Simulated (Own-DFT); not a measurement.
## Calculated data, Si7Ge (layered order of Si and Ge on the diamond lattice, atoms displaced)

Computed with Own-DFT development build. A calculation, not a measurement: plane-wave PBE density functional theory by an unreviewed code, no spin, of a simulated periodic cell, stress positive in tension, free energy of the whole cell less one offset for each atom, forces on such cells passed a denser k mesh, this cell's mesh not checked; offsets are fitted by least squares, one for each functional and potential file, so energies compare only between cells with the same atoms and settings and are not formation energies; the far tail of each file's local potential was reset to the Coulomb form; each entry is a single point on an unrelaxed cell, so the pressure reflects the starting lattice, mostly measured values, from which strain is counted, and rises with the displacements; printed positions are rounded, which can move forces by about a meV/angstrom; the program is a retired in-house code; no spin-orbit coupling.

Common to all runs: functional PBE; potential files PseudoDojo norm-conserving, scalar-relativistic, standard set; wave cutoff 42 hartree; occupations Fermi-Dirac; smearing width 0.1 eV; k mesh 3 x 3 x 3 centred on Gamma.

(1) Si7Ge (layered order of Si and Ge on the diamond lattice, atoms displaced)

```
CELL_PARAMETERS angstrom
10.91870 0.00000 0.00000
0.00000 10.91870 0.00000
0.00000 0.00000 10.91870
ATOMIC_POSITIONS crystal
Ge 0.00332 0.00158 0.99826
Si 0.99964 0.25457 0.24749
Si 0.24965 0.99872 0.25125
Ge 0.24711 0.25104 0.00114
Si 0.12258 0.12865 0.13389
Si 0.12254 0.37703 0.37044
Si 0.37190 0.12629 0.37181
Si 0.37159 0.37245 0.12552
Si 0.99718 0.00220 0.50495
Si 0.99923 0.25036 0.74896
Si 0.24986 0.00120 0.74958
Si 0.25300 0.24876 0.49944
Si 0.11979 0.12219 0.63007
Si 0.12196 0.36815 0.87696
Si 0.37766 0.12575 0.87730
Si 0.37285 0.36824 0.61532
Ge 0.99641 0.49657 0.00245
Si 0.99816 0.74944 0.24991
Si 0.25054 0.50020 0.24490
Ge 0.25182 0.75132 0.99917
Si 0.12299 0.62448 0.12054
Si 0.12567 0.87300 0.36918
Si 0.37628 0.62466 0.37559
Si 0.37754 0.87183 0.11913
Si 0.00007 0.49866 0.50009
Si 0.00519 0.75237 0.75132
Si 0.25610 0.49751 0.74765
Si 0.25007 0.74759 0.50130
Si 0.12775 0.62619 0.62343
Si 0.12488 0.87284 0.87515
Si 0.37172 0.62715 0.87729
Si 0.37441 0.87658 0.62471
Ge 0.50380 0.99578 0.99560
Si 0.50472 0.24727 0.24892
Si 0.74249 0.00006 0.24989
Ge 0.75318 0.25199 0.99946
Si 0.62104 0.12548 0.12402
Si 0.62498 0.37384 0.37363
Si 0.87014 0.12540 0.37616
Si 0.87501 0.37681 0.12599
Si 0.50087 0.00227 0.50295
Si 0.50185 0.24659 0.75287
Si 0.74971 0.99509 0.74575
Si 0.75127 0.25138 0.49736
Si 0.62692 0.11979 0.62780
Si 0.62373 0.37356 0.87416
Si 0.87813 0.12784 0.87684
Si 0.87404 0.38057 0.62899
Ge 0.50181 0.50259 0.00200
Si 0.50129 0.75336 0.24963
Si 0.74857 0.50076 0.24812
Ge 0.74652 0.74992 0.00240
Si 0.62348 0.62645 0.12261
Si 0.62468 0.87291 0.37133
Si 0.87900 0.62207 0.37796
Si 0.87095 0.87143 0.12146
Si 0.49902 0.50241 0.49689
Si 0.49991 0.75075 0.75447
Si 0.74742 0.50087 0.75206
Si 0.75348 0.74639 0.49954
Si 0.62681 0.62213 0.62545
Si 0.62659 0.87539 0.87524
Si 0.87445 0.62414 0.87138
Si 0.87249 0.87593 0.62601
```

| Quantity | Value |
| --- | --- |
| free energy of cell above offsets | -4.946 eV |
| pressure | 2.29 GPa |
| stress xx | -2.31 GPa |
| stress yy | -2.32 GPa |
| stress zz | -2.24 GPa |
| stress yz | -0.54 GPa |
| stress xz | -0.25 GPa |
| stress xy | -0.14 GPa |

Force:
```csv
element,x (eV/Å),y (eV/Å),z (eV/Å)
Ge,-0.236,-0.15,0.677
Si,-0.707,-0.416,0.772
Si,0.292,-0.064,-0.597
Ge,0.233,-0.732,0.194
Si,0.402,-0.6,-0.456
Si,0.619,-0.108,0.553
Si,0.763,-0.327,0.335
Si,0.882,0.198,0.408
Si,0.125,-0.442,-0.957
Si,-0.285,0.13,0.08
Si,0.082,-0.145,0.373
Si,-1.639,-0.532,-0.574
Si,0.766,0.504,-0.593
Si,0.268,1.089,-0.981
Si,-0.543,-0.194,-0.491
Si,1.134,0.843,1.268
Ge,0.327,0.38,-0.854
Si,-0.027,-0.167,-0.365
Si,-0.176,0.296,0.487
Ge,-0.736,-0.244,0.094
Si,0.148,0.21,0.833
Si,-0.296,0.15,1.105
Si,-0.308,0.267,-0.549
Si,-0.1,0.672,1.237
Si,0.353,0.046,0.301
Si,-0.746,-0.444,-0.476
Si,-0.723,-0.266,0.168
Si,0.165,0.534,-0.503
Si,-0.205,-0.511,0.4
Si,0.512,0.632,-0.414
Si,0.665,-0.581,-0.887
Si,0.14,-0.223,0.108
Ge,-0.451,0.613,0.429
Si,-1.007,0.44,0.11
Si,0.834,0.012,-0.325
Ge,-0.489,-0.212,0.232
Si,0.633,-0.185,-0.022
Si,0.002,0.318,0.047
Si,0.602,-0.104,-0.481
Si,-0.456,-0.144,0.648
Si,-0.26,-0.334,-0.733
Si,-0.256,0.235,-0.757
Si,0.304,0.662,1.117
Si,-0.278,0.104,0.891
Si,0.037,0.852,-0.375
Si,0.077,0.267,-0.186
Si,-0.456,-0.596,-1.099
Si,-0.033,-0.591,-0.472
Ge,-0.703,-0.589,-0.322
Si,-0.409,-0.653,-0.169
Si,0.134,0.15,0.302
Ge,0.397,-0.365,-0.88
Si,0.082,-0.03,1.249
Si,0.042,0.222,1.07
Si,-0.433,0.082,-0.534
Si,0.49,0.911,1.043
Si,0.278,-0.628,0.28
Si,-0.069,-0.127,-0.565
Si,0.04,-0.168,-0.03
Si,-0.384,0.266,-0.057
Si,-0.468,0.493,-0.032
Si,0.294,-0.369,-0.927
Si,0.134,0.337,0.076
Si,0.62,-0.673,-0.217
```

(2) Si7Ge (layered order of Si and Ge on the diamond lattice, atoms displaced)

```
CELL_PARAMETERS angstrom
10.91870 0.00000 0.00000
0.00000 10.91870 0.00000
0.00000 0.00000 10.91870
ATOMIC_POSITIONS crystal
Ge 0.99709 0.99708 0.00213
Si 0.00280 0.24858 0.25238
Si 0.25222 0.99895 0.25389
Ge 0.25391 0.24934 0.00094
Si 0.12690 0.12525 0.12087
Si 0.12610 0.37277 0.37625
Si 0.37544 0.12757 0.37528
Si 0.37283 0.37531 0.12729
Si 0.00032 0.00101 0.50491
Si 0.00452 0.25327 0.75031
Si 0.24728 0.00167 0.74767
Si 0.25147 0.25187 0.49966
Si 0.12082 0.12885 0.62230
Si 0.12207 0.37515 0.87493
Si 0.37238 0.12495 0.87868
Si 0.37370 0.37244 0.61969
Ge 0.99855 0.49750 0.00053
Si 0.99363 0.75177 0.25065
Si 0.25096 0.50237 0.25215
Ge 0.24977 0.75082 0.99952
Si 0.12454 0.62336 0.12641
Si 0.12980 0.87901 0.37772
Si 0.37796 0.61802 0.37226
Si 0.37846 0.87795 0.12782
Si 0.00038 0.50283 0.50345
Si 0.99777 0.74981 0.75093
Si 0.24626 0.49913 0.74610
Si 0.24623 0.75194 0.50005
Si 0.12830 0.62277 0.62507
Si 0.12414 0.87734 0.87051
Si 0.37660 0.62459 0.87018
Si 0.37121 0.87459 0.62555
Ge 0.50337 0.99977 0.99944
Si 0.50214 0.24892 0.24933
Si 0.74992 0.99777 0.25139
Ge 0.75118 0.24376 0.99975
Si 0.62369 0.12737 0.12472
Si 0.62831 0.36989 0.37330
Si 0.87582 0.12075 0.37262
Si 0.87702 0.38139 0.12462
Si 0.49994 0.99799 0.49907
Si 0.49608 0.24668 0.74707
Si 0.75242 0.00077 0.75262
Si 0.74865 0.24898 0.50099
Si 0.61959 0.13061 0.62202
Si 0.62465 0.37201 0.87947
Si 0.87163 0.12293 0.87188
Si 0.87383 0.37395 0.62561
Ge 0.50473 0.49908 0.99982
Si 0.50274 0.74658 0.24653
Si 0.75031 0.49724 0.24917
Ge 0.74663 0.74821 0.99922
Si 0.62471 0.62176 0.12939
Si 0.62253 0.87909 0.37497
Si 0.87731 0.61933 0.37718
Si 0.87161 0.87538 0.12803
Si 0.49963 0.49938 0.50046
Si 0.50042 0.74596 0.75256
Si 0.74874 0.49719 0.74826
Si 0.74887 0.74910 0.50032
Si 0.62604 0.62435 0.62720
Si 0.62177 0.87491 0.87963
Si 0.87491 0.62575 0.87415
Si 0.87040 0.87266 0.62580
```

| Property | Result |
| --- | --- |
| free energy of cell above offsets | -5.193 eV |
| pressure | 2.24 GPa |
| stress xx | -2.23 GPa |
| stress yy | -2.22 GPa |
| stress zz | -2.26 GPa |
| stress yz | -0.25 GPa |
| stress xz | 0.26 GPa |
| stress xy | -0.09 GPa |

Force:
```csv
element,x (eV/Å),y (eV/Å),z (eV/Å)
Ge,0.146,0.304,-0.395
Si,-0.26,0.16,-0.554
Si,-0.004,0.573,-0.587
Ge,-0.624,0.552,-0.123
Si,-0.17,-0.357,1.127
Si,-0.146,0.579,0.069
Si,0.16,-0.305,0.054
Si,0.556,0.262,0.393
Si,-0.352,-0.4,-0.513
Si,-0.977,-0.461,-0.01
Si,0.054,0.355,0.08
Si,-0.363,-0.486,-0.233
Si,0.718,-0.021,0.298
Si,0.777,0.027,-0.205
Si,0.405,-0.48,-1.247
Si,0.127,0.438,0.773
Ge,0.363,0.794,-0.343
Si,0.93,-0.189,0.364
Si,-0.494,-0.634,-0.257
Ge,0.176,0.088,-0.056
Si,-0.182,0.468,0.413
Si,-1.135,-0.366,-0.202
Si,-0.146,1.269,0.526
Si,-0.291,-0.492,0.175
Si,0.224,-0.835,-0.128
Si,0.348,-0.087,-0.358
Si,0.733,-0.407,0.458
Si,0.826,-0.707,-0.232
Si,-0.733,0.782,0.017
Si,-0.131,-0.304,0.039
Si,-0.465,-0.481,0.279
Si,0.534,-0.169,0.086
Ge,-0.652,0.432,0.396
Si,-0.461,0.234,0.05
Si,-0.4,0.503,-0.244
Ge,0.273,0.912,0.288
Si,0.35,-0.609,0.731
Si,-0.339,0.566,0.248
Si,-0.018,0.362,0.538
Si,-0.36,-1.565,0.725
Si,-0.511,0.431,0.32
Si,-0.095,0.634,0.71
Si,-1.233,-0.24,-0.675
Si,0.559,-0.197,-0.334
Si,0.637,-1.108,0.352
Si,0.14,-0.324,-1.352
Si,1.149,0.292,-0.147
Si,0.245,0.061,-0.108
Ge,-0.934,0.085,0.176
Si,-0.383,0.445,0.695
Si,0.062,0.166,0.433
Ge,0.28,-0.062,0.46
Si,0.425,0.115,-0.1
Si,0.275,-0.979,-0.096
Si,-0.535,0.66,-0.214
Si,-0.152,-0.356,-0.014
Si,0.547,-0.315,-0.147
Si,0.015,0.831,-0.505
Si,0.048,0.021,0.594
Si,-0.122,-0.08,-0.386
Si,-0.19,-0.027,-0.282
Si,0.526,-0.211,-1.411
Si,-0.204,-0.333,-0.447
Si,0.457,0.186,0.039
```

(3) Si7Ge (layered order of Si and Ge on the diamond lattice, atoms displaced)

```
CELL_PARAMETERS angstrom
10.91870 0.00000 0.00000
0.00000 10.91870 0.00000
0.00000 0.00000 10.91870
ATOMIC_POSITIONS crystal
Ge 0.99875 0.00019 0.00093
Si 0.99690 0.24823 0.25067
Si 0.24923 0.00137 0.24917
Ge 0.25126 0.24950 0.00000
Si 0.12217 0.12338 0.12779
Si 0.12491 0.37387 0.37957
Si 0.37060 0.12222 0.37263
Si 0.37587 0.37332 0.12924
Si 0.00170 0.00177 0.50067
Si 0.99406 0.25095 0.74932
Si 0.24965 0.99766 0.74763
Si 0.25440 0.24823 0.50201
Si 0.12322 0.12810 0.62275
Si 0.12370 0.37349 0.87243
Si 0.37667 0.12598 0.87009
Si 0.37691 0.37559 0.62388
Ge 0.99918 0.50228 0.00147
Si 0.00156 0.75054 0.24991
Si 0.24876 0.49774 0.24805
Ge 0.25055 0.74836 0.99653
Si 0.12654 0.62706 0.12578
Si 0.12484 0.87628 0.37589
Si 0.37802 0.62825 0.36954
Si 0.37482 0.88003 0.12856
Si 0.99975 0.50196 0.50210
Si 0.99906 0.74652 0.75130
Si 0.25412 0.49819 0.74537
Si 0.25129 0.75166 0.49451
Si 0.13074 0.62974 0.62473
Si 0.12812 0.87716 0.87185
Si 0.37580 0.62399 0.88050
Si 0.37215 0.87642 0.62263
Ge 0.49718 0.99758 0.00305
Si 0.50149 0.25182 0.25041
Si 0.74735 0.00357 0.24569
Ge 0.74703 0.24405 0.99767
Si 0.62151 0.12183 0.12579
Si 0.62529 0.37943 0.37451
Si 0.87448 0.12492 0.37370
Si 0.87009 0.37738 0.12480
Si 0.49659 0.00133 0.49997
Si 0.50194 0.24599 0.75272
Si 0.74747 0.99963 0.74839
Si 0.75083 0.25107 0.49763
Si 0.62383 0.12357 0.62927
Si 0.62179 0.37715 0.87315
Si 0.87580 0.12557 0.87077
Si 0.87529 0.37433 0.62718
Ge 0.50041 0.49863 0.99650
Si 0.50278 0.74733 0.25156
Si 0.74876 0.49933 0.24914
Ge 0.75358 0.74967 0.99991
Si 0.62847 0.62988 0.11851
Si 0.62725 0.87297 0.37399
Si 0.87462 0.61921 0.37363
Si 0.87704 0.87633 0.12246
Si 0.49626 0.50054 0.49727
Si 0.50301 0.75027 0.74780
Si 0.74626 0.49996 0.75360
Si 0.75174 0.75079 0.49968
Si 0.62625 0.62496 0.62433
Si 0.62658 0.87233 0.87582
Si 0.87419 0.63094 0.87639
Si 0.87374 0.88044 0.62585
```

| Quantity | Value |
| --- | --- |
| free energy of cell above offsets | -5.388 eV |
| pressure | 2.18 GPa |
| stress xx | -2.22 GPa |
| stress yy | -2.15 GPa |
| stress zz | -2.17 GPa |
| stress yz | 0.14 GPa |
| stress xz | 0.58 GPa |
| stress xy | 0.08 GPa |

Force:
```csv
element,x (eV/Å),y (eV/Å),z (eV/Å)
Ge,0.428,0.119,-0.653
Si,0.211,0.652,-0.055
Si,-0.462,-0.237,0.127
Ge,-0.217,-0.14,0.015
Si,0.222,0.411,0.089
Si,-0.034,-0.086,-0.298
Si,0.715,0.554,0.163
Si,0.056,0.238,-0.203
Si,-0.313,-0.023,-0.197
Si,0.892,-0.107,-0.038
Si,-0.052,0.738,-0.18
Si,-0.403,0.231,-0.235
Si,0.186,-0.109,0.5
Si,0.073,0.312,-0.346
Si,-0.448,-0.608,0.269
Si,0.362,-0.556,0.105
Ge,0.053,-0.115,-0.235
Si,-0.293,-0.064,0.162
Si,0.015,0.259,0.468
Ge,-0.011,0.733,0.711
Si,-0.065,-0.17,0.335
Si,-0.074,0.06,-0.231
Si,-0.696,-0.732,0.327
Si,-0.222,-1.249,0.372
Si,0.341,-0.125,0.244
Si,0.315,0.951,-0.438
Si,-0.402,0.35,0.731
Si,0.146,-0.028,0.221
Si,-0.418,-0.458,-0.161
Si,-0.629,-0.382,-0.092
Si,0.146,0.03,-1.812
Si,0.43,-0.396,0.072
Ge,0.263,0.241,-0.857
Si,-0.096,-0.412,0.357
Si,0.47,-0.689,0.507
Ge,0.012,0.676,0.111
Si,-0.081,0.575,0.207
Si,-0.157,-0.437,0.15
Si,-0.144,-0.228,0.112
Si,0.339,-0.706,0.215
Si,0.45,-0.192,-0.181
Si,-0.105,0.882,-0.575
Si,0.169,-0.018,0.54
Si,-0.274,-0.088,0.433
Si,0.087,0.262,-0.983
Si,0.395,-0.796,-0.222
Si,-0.329,-0.451,-0.11
Si,-0.514,0.524,-0.317
Ge,-0.054,0.046,1.044
Si,0.183,0.745,-0.8
Si,-0.255,0.454,-0.297
Ge,-0.067,0.788,-0.05
Si,-0.548,-0.898,1.165
Si,-0.206,0.463,0.166
Si,0.115,0.751,0.074
Si,-0.332,-0.123,1.075
Si,0.445,0.322,0.182
Si,-0.604,-0.08,0.249
Si,0.617,0.263,-0.384
Si,0.226,-0.158,-0.015
Si,-0.157,-0.133,-0.237
Si,-0.238,0.338,-0.437
Si,0.148,-1.214,-0.732
Si,0.389,-0.762,-0.125
```

(4) Si7Ge (layered order of Si and Ge on the diamond lattice, atoms displaced)

```
CELL_PARAMETERS angstrom
10.91870 0.00000 0.00000
0.00000 10.91870 0.00000
0.00000 0.00000 10.91870
ATOMIC_POSITIONS crystal
Ge 0.99765 0.00064 0.00331
Si 0.00077 0.25095 0.24795
Si 0.25099 0.00238 0.24888
Ge 0.24770 0.24987 0.99895
Si 0.12135 0.12403 0.12422
Si 0.12395 0.37468 0.37660
Si 0.37271 0.12258 0.37087
Si 0.37627 0.37724 0.12634
Si 0.00313 0.00384 0.50463
Si 0.00281 0.24798 0.75338
Si 0.24756 0.99967 0.75454
Si 0.25467 0.25063 0.49806
Si 0.13023 0.12717 0.62740
Si 0.12540 0.37468 0.87742
Si 0.37658 0.12617 0.87601
Si 0.37325 0.37508 0.62076
Ge 0.00211 0.49992 0.99822
Si 0.00049 0.74862 0.24631
Si 0.24885 0.49718 0.25139
Ge 0.25313 0.74386 0.99949
Si 0.12824 0.62688 0.12133
Si 0.12257 0.87863 0.37857
Si 0.37579 0.63330 0.37030
Si 0.37559 0.87128 0.12554
Si 0.99562 0.49569 0.49947
Si 0.99988 0.74958 0.75220
Si 0.25218 0.50149 0.75250
Si 0.25080 0.74765 0.50327
Si 0.12295 0.62738 0.62701
Si 0.12474 0.87455 0.88048
Si 0.37282 0.62977 0.87752
Si 0.37112 0.87850 0.62639
Ge 0.50087 0.99939 0.00215
Si 0.49701 0.25075 0.25269
Si 0.75140 0.99877 0.24965
Ge 0.75308 0.25195 0.99830
Si 0.62666 0.12558 0.12584
Si 0.62594 0.37706 0.36953
Si 0.87596 0.12432 0.37713
Si 0.87487 0.37445 0.13036
Si 0.50147 0.99628 0.49499
Si 0.49924 0.25387 0.75090
Si 0.75409 0.99918 0.75129
Si 0.74427 0.24505 0.49695
Si 0.62393 0.12211 0.62625
Si 0.62125 0.37706 0.87349
Si 0.87436 0.12120 0.87056
Si 0.87276 0.37387 0.62640
Ge 0.50342 0.50016 0.00139
Si 0.49825 0.75261 0.24698
Si 0.74737 0.49822 0.24719
Ge 0.75155 0.74829 0.00405
Si 0.62262 0.62888 0.12338
Si 0.62355 0.87162 0.36854
Si 0.87498 0.62415 0.37433
Si 0.87729 0.87707 0.12592
Si 0.49583 0.49701 0.49930
Si 0.49819 0.74566 0.75181
Si 0.75257 0.50262 0.75163
Si 0.74846 0.75017 0.50292
Si 0.63062 0.62188 0.61843
Si 0.62591 0.87449 0.87259
Si 0.87497 0.62585 0.87390
Si 0.87287 0.87260 0.63022
```

| Item | Value |
| --- | --- |
| free energy of cell above offsets | -5.240 eV |
| pressure | 2.18 GPa |
| stress xx | -2.2 GPa |
| stress yy | -2.17 GPa |
| stress zz | -2.17 GPa |
| stress yz | -0.21 GPa |
| stress xz | 0.47 GPa |
| stress xy | -0.31 GPa |

Force:
```csv
element,x (eV/Å),y (eV/Å),z (eV/Å)
Ge,0.058,-0.027,-0.612
Si,-0.062,-0.316,0.638
Si,-0.614,-0.698,-0.194
Ge,0.436,-0.03,0.481
Si,0.559,0.297,0.599
Si,0.077,-0.17,-0.041
Si,0.56,0.243,0.579
Si,-0.273,-0.4,0.3
Si,-0.521,-0.319,0.158
Si,-0.216,0.293,-0.478
Si,0.288,0.143,-0.026
Si,-0.595,-0.341,-0.11
Si,-0.129,0.102,-0.038
Si,0.103,0.104,-0.967
Si,-0.126,-0.101,-0.462
Si,0.103,0.133,0.793
Ge,-0.489,0.074,0.454
Si,0.225,0.282,0.524
Si,0.118,0.718,-0.085
Ge,-0.488,1.344,0.364
Si,-0.405,-0.739,1.121
Si,0.388,-0.516,-0.332
Si,-0.324,-1.153,0.6
Si,-0.419,0.703,0.121
Si,0.376,0.533,0.317
Si,0.102,0.269,0.128
Si,-0.385,-0.085,-0.282
Si,-0.295,0.638,-0.327
Si,0.033,-0.772,-0.228
Si,-0.04,-0.132,-0.604
Si,0.956,-1.366,-0.937
Si,0.519,-0.48,0.03
Ge,0.114,-0.065,-0.212
Si,0.403,-0.135,-0.504
Si,0.007,0.206,0.138
Ge,-0.304,-0.177,-0.084
Si,-0.106,0.231,0.521
Si,-0.532,-0.414,0.771
Si,0.076,0.004,-0.2
Si,0.215,0.304,-0.443
Si,-0.363,0.21,0.389
Si,-0.142,-0.499,-0.47
Si,-0.901,-0.167,-0.322
Si,0.377,0.627,0.296
Si,-0.148,0.025,-0.051
Si,0.856,-0.011,-0.393
Si,0.388,0.585,0.271
Si,-0.083,-0.592,-0.023
Ge,-0.733,0.334,-0.201
Si,0.338,-0.311,-0.007
Si,0.163,0.817,0.101
Ge,0.07,0.602,-0.602
Si,0.236,-0.484,0.89
Si,0.505,0.2,0.627
Si,-0.207,0.019,-0.094
Si,-0.396,-0.495,0.634
Si,0.628,0.715,-0.688
Si,0.479,0.531,-0.829
Si,-0.397,-0.344,-0.282
Si,0.38,0.282,-0.886
Si,-1.104,-0.227,0.899
Si,-0.043,-0.215,-0.07
Si,0.14,-0.088,-0.018
Si,0.565,0.302,-0.644
```

(5) Si7Ge (layered order of Si and Ge on the diamond lattice, atoms displaced)

```
CELL_PARAMETERS angstrom
10.91870 0.00000 0.00000
0.00000 10.91870 0.00000
0.00000 0.00000 10.91870
ATOMIC_POSITIONS crystal
Ge 0.99934 0.00111 0.99418
Si 0.00139 0.25169 0.25468
Si 0.24954 0.99806 0.24956
Ge 0.24826 0.24629 0.00121
Si 0.12693 0.12544 0.12341
Si 0.12871 0.37582 0.37343
Si 0.37556 0.12522 0.37662
Si 0.37813 0.37453 0.12218
Si 0.99994 0.99645 0.50150
Si 0.99615 0.25318 0.74553
Si 0.25412 0.00098 0.75547
Si 0.25290 0.24926 0.49762
Si 0.12861 0.12226 0.62583
Si 0.12345 0.37506 0.88005
Si 0.36892 0.12554 0.87425
Si 0.37286 0.37533 0.62815
Ge 0.99730 0.49835 0.99394
Si 0.99860 0.75215 0.25153
Si 0.24834 0.50093 0.25009
Ge 0.25128 0.75053 0.99940
Si 0.12445 0.62747 0.12556
Si 0.12441 0.87374 0.37930
Si 0.37199 0.62712 0.37295
Si 0.37822 0.87610 0.12237
Si 0.00000 0.50174 0.50316
Si 0.99593 0.75224 0.74947
Si 0.25133 0.49772 0.74864
Si 0.24681 0.75937 0.50786
Si 0.12525 0.62581 0.62718
Si 0.12361 0.87386 0.87496
Si 0.37466 0.62525 0.87407
Si 0.38212 0.87847 0.62471
Ge 0.49997 0.00058 0.00318
Si 0.49972 0.25709 0.24756
Si 0.75359 0.00088 0.25144
Ge 0.74558 0.24856 0.99772
Si 0.62166 0.12084 0.12686
Si 0.62572 0.37452 0.37825
Si 0.87327 0.12736 0.37924
Si 0.87158 0.37430 0.11780
Si 0.49530 0.00298 0.49954
Si 0.49824 0.25102 0.74878
Si 0.74606 0.99684 0.74831
Si 0.74549 0.24911 0.50631
Si 0.62368 0.12691 0.62640
Si 0.62970 0.37743 0.87372
Si 0.87483 0.12122 0.87091
Si 0.87615 0.37802 0.62669
Ge 0.49872 0.50067 0.99912
Si 0.50381 0.75161 0.24943
Si 0.74657 0.50142 0.25004
Ge 0.74534 0.75000 0.00274
Si 0.62638 0.62437 0.12746
Si 0.62959 0.87325 0.37537
Si 0.87420 0.62576 0.37442
Si 0.87218 0.87543 0.12638
Si 0.50418 0.49478 0.50217
Si 0.50092 0.75007 0.74898
Si 0.74778 0.50135 0.75032
Si 0.75287 0.75347 0.49850
Si 0.62321 0.62624 0.62605
Si 0.62976 0.87776 0.86824
Si 0.87419 0.63066 0.88012
Si 0.87371 0.86905 0.62703
```

| Item | Value |
| --- | --- |
| free energy of cell above offsets | -5.026 eV |
| pressure | 2.25 GPa |
| stress xx | -2.24 GPa |
| stress yy | -2.29 GPa |
| stress zz | -2.23 GPa |
| stress yz | 0.47 GPa |
| stress xz | -0.07 GPa |
| stress xy | 0.07 GPa |

Force:
```csv
element,x (eV/Å),y (eV/Å),z (eV/Å)
Ge,0.035,-0.211,0.897
Si,-0.358,-0.059,-0.781
Si,0.116,0.059,0.125
Ge,0.286,0.76,-0.011
Si,-0.784,-0.429,1.113
Si,-0.396,0.108,0.585
Si,-0.083,0.299,-0.95
Si,-0.889,0.283,0.566
Si,-0.226,0.407,0.244
Si,0.809,-0.628,0.619
Si,-0.574,-0.685,-0.806
Si,-0.366,0.09,0.469
Si,-0.293,0.312,-0.071
Si,0.295,-0.404,-1.527
Si,1.304,0.217,-0.012
Si,0.383,-0.275,-0.722
Ge,0.159,0.722,0.965
Si,0.155,-0.145,-0.084
Si,0.38,0.044,-0.481
Ge,-0.147,-0.043,0.088
Si,-0.339,-0.385,0.267
Si,-0.095,0.309,-0.612
Si,0.372,0.104,0.79
Si,-0.338,-0.364,1.059
Si,0.236,-0.061,-0.621
Si,0.606,-0.607,0.491
Si,-0.511,0.324,0.627
Si,0.641,-1.002,-0.446
Si,-0.103,0.136,0.141
Si,0.262,0.037,-0.732
Si,-0.006,0.016,-0.674
Si,-0.777,-0.056,0.587
Ge,-0.009,0.007,-1.297
Si,0.234,-0.998,0.56
Si,-0.366,0.171,0.098
Ge,0.271,-0.724,0.067
Si,0.495,0.794,0.778
Si,0.149,-0.129,-0.393
Si,0.253,-0.11,0.095
Si,0.234,-0.026,1.492
Si,1.293,-0.171,-0.262
Si,0.072,0.044,0.625
Si,0.922,0.672,-0.599
Si,0.743,0.398,-0.444
Si,-0.508,-0.542,0.072
Si,-0.993,-0.232,-0.507
Si,-0.455,0.678,-0.655
Si,-0.635,0.082,-0.31
Ge,0.551,0.122,-0.126
Si,-0.418,-0.148,0.115
Si,0.675,-0.494,0.087
Ge,0.214,0.408,-0.143
Si,-0.712,-0.048,0.248
Si,-0.597,0.739,0.032
Si,0.106,-0.18,0.04
Si,0.48,0.191,0.109
Si,-0.947,0.882,-0.096
Si,-0.008,0.08,0.229
Si,0.649,0.583,0.051
Si,-0.392,-0.892,0.301
Si,0.406,-0.06,-0.473
Si,-1.148,-0.591,0.771
Si,-0.26,-0.4,-1.212
Si,-0.056,1.024,-0.358
```
